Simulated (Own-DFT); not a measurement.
# How strain changes the stress of wurtzite AlGaN with randomly placed atoms, 128 atoms (Al24Ga40N64)

All numbers below are calculated, not measured. They come from Own-DFT, an in-house plane-wave density functional program, since retired, whose code no person has reviewed. Each row is one single-point run on a periodic cell that was not relaxed, without spin or spin-orbit coupling.

Settings of every run: PBE; PseudoDojo norm-conserving scalar-relativistic files; cutoff 42 hartree; 3 x 3 x 3 k mesh centred on Gamma; Fermi-Dirac smearing of 0.05 eV.

Known limits: forces on such cells passed a denser k mesh, each cell not checked; stress not checked against mesh or cutoff.

Unstrained cell vectors in Å: (12.641, 0.000, 0.000); (-6.320, 10.947, 0.000); (0.000, 0.000, 10.218). The unstrained cell has measured lattice constants (interpolated for alloys), not those of this functional. That, the random moves and any unrelaxed bonds set the pressure at no strain. Each run strains this cell uniformly, with the atoms carried along. Every atom was also moved at random, by a Gaussian of width 0.05 Å on each axis. The random placing of the alloy's atoms differs from row to row. Strain is the symmetric tensor, in per cent. Stress is positive in tension, and the pressure is minus a third of its trace.

```
run,e_xx (%),e_yy (%),e_zz (%),s_xx (GPa),s_yy (GPa),s_zz (GPa),P (GPa),E (meV/atom)
1,-2.75,-2.75,0.00,-24.12,-25.56,-12.87,20.85,83.1
2,-1.75,-1.75,0.00,-15.67,-18.97,-11.89,15.51,50.1
3,-2.25,-2.25,0.00,-22.56,-19.16,-11.13,17.62,49.8
4,2.50,2.50,0.00,5.62,5.42,-4.92,-2.04,8.5
5,1.00,1.00,0.00,-1.32,-1.57,-6.85,3.25,6.0
6,1.75,1.75,0.00,1.86,1.62,-4.97,0.50,0.0
7,-0.50,-0.50,0.00,-10.98,-8.68,-7.98,9.21,14.9
8,2.25,2.25,0.00,3.32,4.04,-4.44,-0.98,20.6
9,0.75,0.75,0.00,?,?,?,?,?
```

E is the free energy for each atom above the lowest run shown.

## Worked fit

The change of volume is close to e_xx + e_yy + e_zz. A straight line through the runs shown gives P = 8.21 - 214 x (fractional change of volume) GPa, with an error of 7 on the slope and a scatter of 0.76 GPa. The strain isn't the same on all axes and the cell isn't cubic, so the slope belongs to this path and is not the bulk modulus.

## Withheld run

Question: what pressure should run 9 give? Its volume changes by 1.51 %.

The line gives 5.0 GPa. The calculation gave 4.35 GPa.
